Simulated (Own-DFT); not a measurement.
# Point defects and the pressure they add: C40 NbSi2

Calculated, not measured: single-point runs of Own-DFT, a retired in-house plane-wave DFT program that no person has reviewed, on unrelaxed cells, without spin or spin-orbit coupling.

All runs used: PBE; PseudoDojo norm-conserving scalar-relativistic files; cutoff 42 hartree; 4 x 4 x 5 k mesh centred on Gamma; cold (Marzari-Vanderbilt) smearing of 0.2 eV.

Limits: forces on such cells failed a check on a denser k mesh; stress not checked against mesh or cutoff.

All runs share one cell, with vectors in Å (0.000, 8.324, 0.000); (-9.613, 0.000, 0.000); (0.000, 0.000, 6.586) and a volume of 527.0 Å³. Atoms were moved at random from their sites; u is the rms move along one axis. The defect's site can differ from row to row.

```
                    cell   formula   u (Å)  P (GPa)
               no defect  Nb12Si24  0.0174     1.44
               no defect  Nb12Si24  0.0439     2.26
               no defect  Nb12Si24  0.0473     2.48
two Nb on a Si site each  Nb14Si22  0.0359     7.79
two Nb on a Si site each  Nb14Si22  0.0535     8.59
two Nb on a Si site each  Nb14Si22  0.0548     8.51
two Si on a Nb site each  Nb10Si26  0.0293     1.56
two Si on a Nb site each  Nb10Si26  0.0295     1.70
two Si on a Nb site each  Nb10Si26  0.0499     2.36
two Si on a Nb site each  Nb10Si26  0.0519        ?
        two Nb vacancies  Nb10Si24  0.0298    -0.18
        two Nb vacancies  Nb10Si24  0.0312     0.10
        two Nb vacancies  Nb10Si24  0.0533     1.00
          one Si vacancy  Nb12Si23  0.0304     0.83
          one Si vacancy  Nb12Si23  0.0505     2.03
          one Si vacancy  Nb12Si23  0.0510     1.74
```

## Fit

P = P0 + c u² + a shift for each defect gives P0 = 1.28 GPa, c = 526 ± 40 GPa/Å² and a scatter of 0.12 GPa. The shifts, and each times the cell's volume:

- two Nb on a Si site each: 5.76 ± 0.11 GPa, 19.0 eV (9.5 eV for each of its 2 sites)
- two Si on a Nb site each: -0.14 ± 0.10 GPa, -0.5 eV (-0.2 eV for each of its 2 sites) (not resolved)
- one Si vacancy: -0.81 ± 0.10 GPa, -2.7 eV
- two Nb vacancies: -1.79 ± 0.10 GPa, -5.9 eV (-3.0 eV for each of its 2 sites)

Positive is outwards. The product with the volume (160.2 GPa Å³ to the eV) is nearly free of the cell's size; divided by the bulk modulus at the cell's pressure it gives the volume that the defect adds. The atoms around the defects weren't relaxed, which would change these numbers.

## Check

Question: what pressure belongs in the blank (two Si on a Nb site each, u = 0.0519 Å)?

Estimate: 2.55 ± 0.15 GPa. The calculation gave 2.43 GPa.
